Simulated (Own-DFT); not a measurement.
# What a defect does to the pressure of its cell: zincblende InP

No measurement is shown. These are fixed-geometry runs of a retired plane-wave code named Own-DFT, which no person has reviewed; spin and spin-orbit coupling are neglected.

Method: PBE; PseudoDojo norm-conserving scalar-relativistic files; cutoff 36 hartree; 2 x 3 x 3 k mesh centred on Gamma; Fermi-Dirac smearing of 0.1 eV.

Caveats (not all hold for every row): not probed for a lower state with spin; forces on such cells failed a check on a denser k mesh; forces not confirmed at this smearing and k mesh; stress not checked against mesh or cutoff.

All runs share one cell, with vectors in Å (17.606, 0.000, 0.000); (0.000, 11.737, 0.000); (0.000, 0.000, 11.737) and a volume of 2425.5 Å³. u is the rms random offset of the atoms per axis. The defect's site can differ from row to row.

```
cell,formula,u (Å),P (GPa)
no defect,In48P48,0.0192,3.18
no defect,In48P48,0.0507,3.62
no defect,In48P48,0.0519,3.58
two P vacancies,In48P46,0.0479,3.46
two P vacancies,In48P46,0.0481,3.25
two P vacancies,In48P46,0.0501,3.30
two P on an In site each,In46P50,0.0310,3.05
two P on an In site each,In46P50,0.0499,3.39
two P on an In site each,In46P50,0.0502,3.29
one In on a P site and one P on an In site,In48P48,0.0286,3.56
one In on a P site and one P on an In site,In48P48,0.0303,3.56
one In on a P site and one P on an In site,In48P48,0.0482,3.76
one In on a P site,In49P47,0.0271,3.85
one In on a P site,In49P47,0.0313,3.91
one In on a P site,In49P47,0.0489,4.14
one In on a P site,In49P47,0.0522,?
```

## Fit

P = P0 + c u² + a shift for each defect gives P0 = 3.14 GPa, c = 173 ± 23 GPa/Å² and a scatter of 0.06 GPa. The shifts, and each times the cell's volume:

- one In on a P site: 0.59 ± 0.05 GPa, 8.9 eV
- one In on a P site and one P on an In site: 0.25 ± 0.05 GPa, 3.8 eV
- two P vacancies: -0.21 ± 0.05 GPa, -3.2 eV (-1.6 eV for each of its 2 sites)
- two P on an In site each: -0.24 ± 0.05 GPa, -3.6 eV (-1.8 eV for each of its 2 sites)

Against the defect-free cell, a freed cell would be larger where the shift is positive and smaller where it is negative (160.2 GPa Å³ is 1 eV). The atoms around the defects weren't relaxed, which would change these numbers.

## The run left out

Q: what pressure belongs in the blank (one In on a P site, u = 0.0522 Å)?

From the fit: 4.20 ± 0.08 GPa. The run itself gave 4.23 GPa.
